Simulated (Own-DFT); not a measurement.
Simulation results for Si₃N₄ (beta silicon nitride, atoms displaced)

All values are calculated (Own-DFT development build). A calculation, not a measurement: plane-wave PBEsol density functional theory by an unreviewed code, no spin, of a simulated periodic cell, stress positive in tension, free energy of the whole cell less one offset for each atom, forces on such cells passed a denser k mesh, this cell's mesh not checked; offsets are fitted by least squares, one for each functional and potential file, so energies compare only between cells with the same atoms and settings and are not formation energies; the far tail of each file's local potential was reset to the Coulomb form; each entry is a single point on an unrelaxed cell, so the pressure reflects the starting lattice, mostly measured values (interpolated for alloys), from which strain is counted, and rises with the displacements; printed positions are rounded, which can move forces by about a meV/angstrom; the program, named Own-DFT, is a retired in-house code; no spin-orbit coupling.

Common to all runs: functional PBEsol; potential files PseudoDojo norm-conserving, scalar-relativistic, made for PBE, standard set; wave cutoff 42 hartree; occupations Fermi-Dirac; smearing width 0.1 eV; k mesh 3 x 3 x 3 centred on Gamma.

(1) 
```cif
# cell vector a (Å): 7.6060 0.0000 0.0000
# cell vector b (Å): -3.8030 6.5870 0.0000
# cell vector c (Å): 0.0000 0.0000 8.7270
data_Si3N4
_symmetry_space_group_name_H-M 'P 1'
_symmetry_Int_Tables_number 1
_cell_length_a 7.6060
_cell_length_b 7.6060
_cell_length_c 8.7270
_cell_angle_alpha 90.000
_cell_angle_beta 90.000
_cell_angle_gamma 120.000
_cell_volume 437.23
loop_
_atom_site_label
_atom_site_type_symbol
_atom_site_fract_x
_atom_site_fract_y
_atom_site_fract_z
_atom_site_occupancy
Si1 Si 0.17070 0.77533 0.08521 1
Si2 Si 0.22853 0.40015 0.08524 1
Si3 Si 0.59511 0.82582 0.08475 1
Si4 Si 0.82383 0.23102 0.25316 1
Si5 Si 0.76762 0.59633 0.24800 1
Si6 Si 0.40513 0.17134 0.24504 1
N1 N 0.33254 0.03613 0.08753 1
N2 N 0.96862 0.30074 0.07900 1
N3 N 0.70330 0.67184 0.08175 1
N4 N 0.67141 0.97456 0.25003 1
N5 N 0.03631 0.70530 0.24926 1
N6 N 0.30686 0.33381 0.24589 1
N7 N 0.33345 0.66264 0.08509 1
N8 N 0.67152 0.33344 0.25054 1
Si7 Si 0.17203 0.76000 0.41505 1
Si8 Si 0.23251 0.40677 0.41395 1
Si9 Si 0.59795 0.82812 0.42034 1
Si10 Si 0.82229 0.22639 0.58611 1
Si11 Si 0.77260 0.60041 0.58025 1
Si12 Si 0.40560 0.16964 0.58557 1
N9 N 0.33381 0.03073 0.41238 1
N10 N 0.97068 0.29918 0.41892 1
N11 N 0.70008 0.66648 0.41600 1
N12 N 0.66850 0.97040 0.58201 1
N13 N 0.03474 0.69590 0.58809 1
N14 N 0.30487 0.33073 0.58878 1
N15 N 0.33040 0.66325 0.41760 1
N16 N 0.66965 0.33215 0.58335 1
Si13 Si 0.16698 0.76775 0.74728 1
Si14 Si 0.23230 0.40202 0.75287 1
Si15 Si 0.59466 0.82792 0.74714 1
Si16 Si 0.82770 0.22722 0.91486 1
Si17 Si 0.77184 0.59850 0.91423 1
Si18 Si 0.40274 0.17138 0.91916 1
N17 N 0.33475 0.03070 0.74830 1
N18 N 0.96826 0.30176 0.75398 1
N19 N 0.70000 0.66991 0.74975 1
N20 N 0.66818 0.96622 0.92198 1
N21 N 0.03146 0.69835 0.91739 1
N22 N 0.29804 0.33417 0.91867 1
N23 N 0.33519 0.66501 0.74997 1
N24 N 0.67009 0.33291 0.91856 1
_calc_free_energy_of_cell_above_offsets '-5.649'  # eV
_calc_pressure 3.38  # GPa
_calc_stress_xx -1.72  # GPa
_calc_stress_yy -2.04  # GPa
_calc_stress_zz -6.38  # GPa
_calc_stress_yz -0.02  # GPa
_calc_stress_xz -0.78  # GPa
_calc_stress_xy 0.14  # GPa
```

Force:
| element | x (eV/Å) | y (eV/Å) | z (eV/Å) |
| --- | --- | --- | --- |
| Si | 2.633 | -1.137 | -0.893 |
| Si | -0.979 | 1.419 | -0.584 |
| Si | -0.737 | -0.797 | 0.391 |
| Si | 0.983 | 0.796 | -1.158 |
| Si | 1.026 | -0.955 | -0.25 |
| Si | 0.853 | 1.939 | 2.713 |
| N | -0.265 | -1.887 | -2.235 |
| N | 0.295 | -0.248 | 1.777 |
| N | 0.005 | 0.191 | 0.222 |
| N | 0.165 | -1.498 | 0.728 |
| N | -1.905 | -0.912 | 0.547 |
| N | -0.083 | -0.308 | 1.292 |
| N | -1.041 | 1.09 | 0.152 |
| N | -1.504 | 0.625 | -0.032 |
| Si | 0.241 | 1.708 | 0.673 |
| Si | 0.843 | -0.827 | 1.084 |
| Si | -0.972 | -0.771 | -1.8 |
| Si | 0.452 | 1.826 | -0.137 |
| Si | 0.45 | -1.987 | 1.284 |
| Si | 0.339 | 1.244 | -1.578 |
| N | -0.306 | -0.991 | 0.955 |
| N | 0.12 | -0.109 | -0.04 |
| N | -0.686 | 0.956 | -0.176 |
| N | 0.244 | -0.294 | 0.593 |
| N | -1.782 | -0.365 | -2.689 |
| N | -0.408 | -0.142 | -1.484 |
| N | 1.38 | 0.71 | -0.008 |
| N | -0.675 | 0.596 | -0.03 |
| Si | 3.184 | 0.196 | 2.154 |
| Si | -0.822 | 1.155 | -0.575 |
| Si | -0.513 | -0.903 | 1.684 |
| Si | -1.359 | 0.216 | 1.128 |
| Si | 0.001 | -1.528 | 0.486 |
| Si | 0.725 | 1.696 | -0.909 |
| N | -0.403 | -0.96 | 1.327 |
| N | 0.869 | -0.217 | -1.507 |
| N | 0.107 | 0.524 | -0.803 |
| N | 0.085 | 0.488 | -1.86 |
| N | -0.289 | 0.644 | -0.151 |
| N | 1.748 | -1.543 | 0.065 |
| N | -1.016 | 0.377 | -0.167 |
| N | -1.005 | -0.017 | -0.188 |

(2) 
```cif
# cell vector a (Å): 7.6060 0.0000 0.0000
# cell vector b (Å): -3.8030 6.5870 0.0000
# cell vector c (Å): 0.0000 0.0000 8.7270
data_Si3N4
_symmetry_space_group_name_H-M 'P 1'
_symmetry_Int_Tables_number 1
_cell_length_a 7.6060
_cell_length_b 7.6060
_cell_length_c 8.7270
_cell_angle_alpha 90.000
_cell_angle_beta 90.000
_cell_angle_gamma 120.000
_cell_volume 437.23
loop_
_atom_site_label
_atom_site_type_symbol
_atom_site_fract_x
_atom_site_fract_y
_atom_site_fract_z
_atom_site_occupancy
Si1 Si 0.17568 0.77097 0.08313 1
Si2 Si 0.22892 0.40231 0.08459 1
Si3 Si 0.59131 0.82321 0.08073 1
Si4 Si 0.82963 0.23530 0.25230 1
Si5 Si 0.76560 0.59250 0.25155 1
Si6 Si 0.40154 0.17187 0.24727 1
N1 N 0.33599 0.03381 0.08309 1
N2 N 0.97502 0.30317 0.08129 1
N3 N 0.69432 0.66537 0.08285 1
N4 N 0.66886 0.97182 0.24624 1
N5 N 0.02537 0.70074 0.25095 1
N6 N 0.29783 0.33058 0.25059 1
N7 N 0.33163 0.66323 0.08190 1
N8 N 0.66946 0.33284 0.24538 1
Si7 Si 0.16875 0.77210 0.41658 1
Si8 Si 0.22848 0.40472 0.41547 1
Si9 Si 0.59528 0.81986 0.41581 1
Si10 Si 0.82993 0.23109 0.58053 1
Si11 Si 0.77476 0.60008 0.58628 1
Si12 Si 0.40431 0.17500 0.58206 1
N9 N 0.32621 0.02868 0.41908 1
N10 N 0.96877 0.30238 0.41972 1
N11 N 0.69718 0.66633 0.41650 1
N12 N 0.66782 0.96741 0.58317 1
N13 N 0.03498 0.70191 0.58544 1
N14 N 0.29782 0.33088 0.58381 1
N15 N 0.33209 0.66703 0.41844 1
N16 N 0.67154 0.33694 0.58470 1
Si13 Si 0.17624 0.76947 0.75062 1
Si14 Si 0.23151 0.40732 0.75417 1
Si15 Si 0.59620 0.82956 0.75200 1
Si16 Si 0.82662 0.23349 0.91523 1
Si17 Si 0.76569 0.59927 0.91828 1
Si18 Si 0.40597 0.17216 0.91916 1
N17 N 0.32546 0.02558 0.74565 1
N18 N 0.96379 0.29441 0.74836 1
N19 N 0.69803 0.67108 0.74970 1
N20 N 0.67033 0.96709 0.91800 1
N21 N 0.03187 0.70144 0.92103 1
N22 N 0.30381 0.33079 0.92114 1
N23 N 0.33288 0.67357 0.75113 1
N24 N 0.66624 0.33829 0.91907 1
_calc_free_energy_of_cell_above_offsets '-6.232'  # eV
_calc_pressure 3.03  # GPa
_calc_stress_xx -2.94  # GPa
_calc_stress_yy -2.24  # GPa
_calc_stress_zz -3.91  # GPa
_calc_stress_yz -0.44  # GPa
_calc_stress_xz 0.26  # GPa
_calc_stress_xy 0.29  # GPa
```

Force:
| element | x (eV/Å) | y (eV/Å) | z (eV/Å) |
| --- | --- | --- | --- |
| Si | 0.322 | -0.644 | 0.694 |
| Si | 0.532 | 0.949 | -0.243 |
| Si | -0.135 | 0.089 | 0.992 |
| Si | -0.328 | -0.648 | -1.135 |
| Si | -0.107 | -0.493 | -0.784 |
| Si | 1.04 | 0.866 | 1.401 |
| N | -0.306 | -1.387 | 0.176 |
| N | -1.274 | -0.733 | 0.488 |
| N | -0.191 | 0.402 | 0.806 |
| N | 0.339 | -0.407 | 0.832 |
| N | 0.691 | 0.511 | -0.396 |
| N | 0.483 | -0.537 | 0.058 |
| N | -0.374 | 0.505 | 0.174 |
| N | -1.103 | -0.133 | 0.446 |
| Si | 1.644 | -0.833 | 0.112 |
| Si | 0.363 | 0.933 | 0.847 |
| Si | -1.599 | 1.181 | -0.235 |
| Si | -1.867 | -0.634 | 1.029 |
| Si | -0.257 | -1.085 | -0.409 |
| Si | 0.748 | 0.706 | 0.491 |
| N | -0.051 | 0.92 | -1.219 |
| N | 0.718 | 0.124 | -1.288 |
| N | 0.712 | -0.178 | 0.511 |
| N | 0.326 | 0.417 | -0.407 |
| N | -1.026 | -0.334 | -0.199 |
| N | -0.057 | 0.008 | 0.219 |
| N | -0.436 | -0.033 | -0.348 |
| N | -0.534 | -0.412 | -0.172 |
| Si | -0.762 | -0.224 | 0.584 |
| Si | -0.058 | 0.295 | -0.521 |
| Si | -0.585 | -0.422 | -0.811 |
| Si | -0.822 | -0.038 | 0.634 |
| Si | 1.123 | -0.685 | -0.37 |
| Si | 0.319 | 0.557 | -1.763 |
| N | 0.136 | 1.704 | 1.334 |
| N | 1.441 | 0.783 | 0.484 |
| N | 0.194 | 0.122 | 0.254 |
| N | -0.064 | 1.232 | -0.203 |
| N | -0.817 | -0.117 | -1.131 |
| N | -0.48 | -0.005 | -0.872 |
| N | 1.442 | -1.576 | 0.209 |
| N | 0.656 | -0.744 | -0.264 |

(3) 
```cif
# cell vector a (Å): 7.6060 0.0000 0.0000
# cell vector b (Å): -3.8030 6.5870 0.0000
# cell vector c (Å): 0.0000 0.0000 8.7270
data_Si3N4
_symmetry_space_group_name_H-M 'P 1'
_symmetry_Int_Tables_number 1
_cell_length_a 7.6060
_cell_length_b 7.6060
_cell_length_c 8.7270
_cell_angle_alpha 90.000
_cell_angle_beta 90.000
_cell_angle_gamma 120.000
_cell_volume 437.23
loop_
_atom_site_label
_atom_site_type_symbol
_atom_site_fract_x
_atom_site_fract_y
_atom_site_fract_z
_atom_site_occupancy
Si1 Si 0.17618 0.77015 0.08505 1
Si2 Si 0.23215 0.40109 0.08453 1
Si3 Si 0.59822 0.82154 0.08349 1
Si4 Si 0.82866 0.23751 0.24926 1
Si5 Si 0.76694 0.59513 0.24656 1
Si6 Si 0.40237 0.17179 0.24405 1
N1 N 0.33007 0.02698 0.07952 1
N2 N 0.96352 0.29847 0.08237 1
N3 N 0.70140 0.67284 0.08452 1
N4 N 0.66851 0.97135 0.24728 1
N5 N 0.02893 0.69570 0.24924 1
N6 N 0.30239 0.33247 0.25406 1
N7 N 0.33039 0.66410 0.08090 1
N8 N 0.67146 0.33303 0.24755 1
Si7 Si 0.17579 0.77072 0.41315 1
Si8 Si 0.23405 0.40982 0.41126 1
Si9 Si 0.59613 0.82954 0.41620 1
Si10 Si 0.82820 0.22959 0.58565 1
Si11 Si 0.77461 0.59775 0.58131 1
Si12 Si 0.40695 0.17542 0.58066 1
N9 N 0.32673 0.02590 0.41737 1
N10 N 0.96926 0.29883 0.41895 1
N11 N 0.69929 0.66947 0.41510 1
N12 N 0.66848 0.96754 0.58290 1
N13 N 0.03494 0.70250 0.58043 1
N14 N 0.30300 0.33431 0.58502 1
N15 N 0.33296 0.66329 0.41487 1
N16 N 0.66547 0.32796 0.58038 1
Si13 Si 0.17053 0.76823 0.75384 1
Si14 Si 0.23215 0.40503 0.75122 1
Si15 Si 0.59237 0.82708 0.74901 1
Si16 Si 0.82277 0.22840 0.91731 1
Si17 Si 0.76927 0.59989 0.91770 1
Si18 Si 0.40075 0.16968 0.91607 1
N17 N 0.33402 0.03047 0.74936 1
N18 N 0.96564 0.29810 0.75006 1
N19 N 0.69853 0.66590 0.74977 1
N20 N 0.66891 0.96508 0.91841 1
N21 N 0.03750 0.70080 0.91478 1
N22 N 0.29781 0.33004 0.91985 1
N23 N 0.32797 0.66425 0.75239 1
N24 N 0.67029 0.33739 0.91521 1
_calc_free_energy_of_cell_above_offsets '-6.092'  # eV
_calc_pressure 3.13  # GPa
_calc_stress_xx -2  # GPa
_calc_stress_yy -2.53  # GPa
_calc_stress_zz -4.86  # GPa
_calc_stress_yz -0.13  # GPa
_calc_stress_xz 0.87  # GPa
_calc_stress_xy 1.45  # GPa
```

Force:
| element | x (eV/Å) | y (eV/Å) | z (eV/Å) |
| --- | --- | --- | --- |
| Si | 0.37 | -1.358 | -0.605 |
| Si | -1.78 | 0.989 | 0.118 |
| Si | -2.559 | 0.886 | 0.243 |
| Si | 0.351 | -1.159 | 0.565 |
| Si | 0.646 | -0.784 | 1.371 |
| Si | 1.409 | 0.302 | 1.653 |
| N | -0.307 | 0.576 | 0.739 |
| N | 1.904 | 0.578 | 0.186 |
| N | 0.941 | -0.675 | -0.524 |
| N | 0.187 | 0.058 | 0.457 |
| N | -0.195 | 0.329 | -0.334 |
| N | 0.714 | -0.763 | -1.862 |
| N | 1.046 | -0.039 | 0.402 |
| N | -2.409 | 0.32 | -0.083 |
| Si | 0.491 | -1.171 | 0.667 |
| Si | -0.522 | -0.648 | 2.719 |
| Si | -0.247 | -0.707 | -0.556 |
| Si | -0.923 | 0.108 | -0.716 |
| Si | -0.352 | -1.285 | 0.084 |
| Si | -0.113 | 0.058 | 0.545 |
| N | 0.048 | 1.386 | -1.27 |
| N | 0.566 | 0.168 | -0.744 |
| N | 0.125 | 0.151 | -0.129 |
| N | 0.1 | 0.34 | 0.145 |
| N | -0.45 | -0.109 | 0.637 |
| N | 0.048 | -0.327 | -0.81 |
| N | -0.264 | 1.548 | -0.137 |
| N | 0.247 | 1.234 | -0.009 |
| Si | 1.389 | 0.348 | -2.136 |
| Si | -0.695 | 0.286 | -0.242 |
| Si | -0.177 | -1.161 | 0.278 |
| Si | -0.409 | 0.201 | -0.293 |
| Si | 1.264 | -1.017 | -0.694 |
| Si | 1.124 | 1.521 | -0.814 |
| N | -0.335 | -0.167 | -0.153 |
| N | 1.1 | 0.201 | 0.664 |
| N | -0.468 | 0.761 | -0.226 |
| N | 0.066 | 0.491 | -0.482 |
| N | -2.359 | -0.579 | 1.813 |
| N | 0.764 | -0.72 | -0.536 |
| N | 0.741 | 0.432 | -0.188 |
| N | -1.078 | -0.606 | 0.26 |

(4) 
```cif
# cell vector a (Å): 7.6060 0.0000 0.0000
# cell vector b (Å): -3.8030 6.5870 0.0000
# cell vector c (Å): 0.0000 0.0000 8.7270
data_Si3N4
_symmetry_space_group_name_H-M 'P 1'
_symmetry_Int_Tables_number 1
_cell_length_a 7.6060
_cell_length_b 7.6060
_cell_length_c 8.7270
_cell_angle_alpha 90.000
_cell_angle_beta 90.000
_cell_angle_gamma 120.000
_cell_volume 437.23
loop_
_atom_site_label
_atom_site_type_symbol
_atom_site_fract_x
_atom_site_fract_y
_atom_site_fract_z
_atom_site_occupancy
Si1 Si 0.17554 0.77178 0.08282 1
Si2 Si 0.22955 0.40313 0.08475 1
Si3 Si 0.59852 0.82888 0.08146 1
Si4 Si 0.82475 0.22667 0.25167 1
Si5 Si 0.76990 0.59909 0.24830 1
Si6 Si 0.40015 0.17311 0.24958 1
N1 N 0.33433 0.03337 0.08514 1
N2 N 0.97185 0.29985 0.08148 1
N3 N 0.69710 0.66830 0.08403 1
N4 N 0.66125 0.96879 0.24955 1
N5 N 0.03116 0.69985 0.25175 1
N6 N 0.30202 0.33042 0.25395 1
N7 N 0.33759 0.67122 0.08556 1
N8 N 0.66818 0.33229 0.25044 1
Si7 Si 0.17478 0.77105 0.41817 1
Si8 Si 0.23053 0.40466 0.41879 1
Si9 Si 0.59723 0.82696 0.41626 1
Si10 Si 0.82688 0.23091 0.58497 1
Si11 Si 0.76914 0.59807 0.58242 1
Si12 Si 0.39707 0.16892 0.58371 1
N9 N 0.33076 0.02500 0.41560 1
N10 N 0.96886 0.30619 0.41570 1
N11 N 0.70013 0.67313 0.41472 1
N12 N 0.67025 0.97090 0.58073 1
N13 N 0.02592 0.69885 0.58154 1
N14 N 0.30162 0.33020 0.58195 1
N15 N 0.33066 0.66756 0.41788 1
N16 N 0.66637 0.33970 0.58468 1
Si13 Si 0.17289 0.76730 0.75132 1
Si14 Si 0.22617 0.39567 0.74904 1
Si15 Si 0.60409 0.83217 0.74809 1
Si16 Si 0.82233 0.22575 0.91460 1
Si17 Si 0.76403 0.59494 0.91970 1
Si18 Si 0.40188 0.17363 0.91761 1
N17 N 0.32928 0.03126 0.74600 1
N18 N 0.97393 0.30332 0.74959 1
N19 N 0.70311 0.66651 0.75077 1
N20 N 0.66318 0.96147 0.91961 1
N21 N 0.03626 0.70446 0.91739 1
N22 N 0.30166 0.33609 0.91525 1
N23 N 0.32931 0.66382 0.75536 1
N24 N 0.66660 0.33266 0.92034 1
_calc_hardware 'one NVIDIA H100'
_calc_free_energy_of_cell_above_offsets '-5.889'  # eV
_calc_pressure 3.09  # GPa
_calc_stress_xx -2.03  # GPa
_calc_stress_yy -2.15  # GPa
_calc_stress_zz -5.08  # GPa
_calc_stress_yz 0.45  # GPa
_calc_stress_xz -0.16  # GPa
_calc_stress_xy 1.01  # GPa
_calc_wall_time 92.4  # s
```

Force:
| element | x (eV/Å) | y (eV/Å) | z (eV/Å) |
| --- | --- | --- | --- |
| Si | 0.839 | -0.58 | 0.803 |
| Si | 0.169 | 1.647 | 0.049 |
| Si | -1.239 | -1.466 | 1.701 |
| Si | -0.783 | 1.116 | -0.769 |
| Si | 0.855 | -1.615 | 0.731 |
| Si | 2.066 | 0.475 | 0.781 |
| N | -0.529 | -0.437 | -0.733 |
| N | -0.64 | -0.812 | 0.282 |
| N | -0.049 | 0.408 | -0.067 |
| N | 0.79 | 0.14 | -0.045 |
| N | -0.326 | 0.297 | -0.702 |
| N | -0.838 | 0.227 | -0.671 |
| N | -0.209 | -0.943 | 0.034 |
| N | -0.84 | 0.384 | -0.033 |
| Si | 0.059 | -1.334 | -0.241 |
| Si | -0.512 | 1.118 | -0.386 |
| Si | -1.635 | -0.699 | -0.512 |
| Si | -1.431 | 1.366 | -0.832 |
| Si | 0.101 | -0.859 | -0.308 |
| Si | 1.921 | 1.275 | -1.16 |
| N | -0.316 | 1.492 | 0.268 |
| N | 0.657 | -0.503 | 0.619 |
| N | 0.314 | -0.077 | 0.248 |
| N | 0.329 | 0.293 | 0.682 |
| N | 0.796 | 0.651 | 0.658 |
| N | -0.583 | -0.137 | 0.291 |
| N | 1.064 | -0.238 | 0.184 |
| N | 0.31 | -1.825 | 0.011 |
| Si | 0.462 | -0.277 | -0.872 |
| Si | 0.538 | 2.729 | -0.053 |
| Si | -1.574 | -2.553 | 0.285 |
| Si | -0.144 | 0.896 | 0.803 |
| Si | 1.873 | -0.621 | -0.547 |
| Si | 0.654 | 0.472 | -0.468 |
| N | -0.148 | -0.561 | 1.617 |
| N | -1.461 | -1.381 | 0.183 |
| N | -1.306 | 1.28 | -0.009 |
| N | 0.544 | 2.325 | -1.803 |
| N | -1.921 | -0.653 | 0.252 |
| N | 0.87 | -1.065 | 0.68 |
| N | 1.393 | 0.268 | -0.664 |
| N | -0.119 | -0.224 | -0.286 |
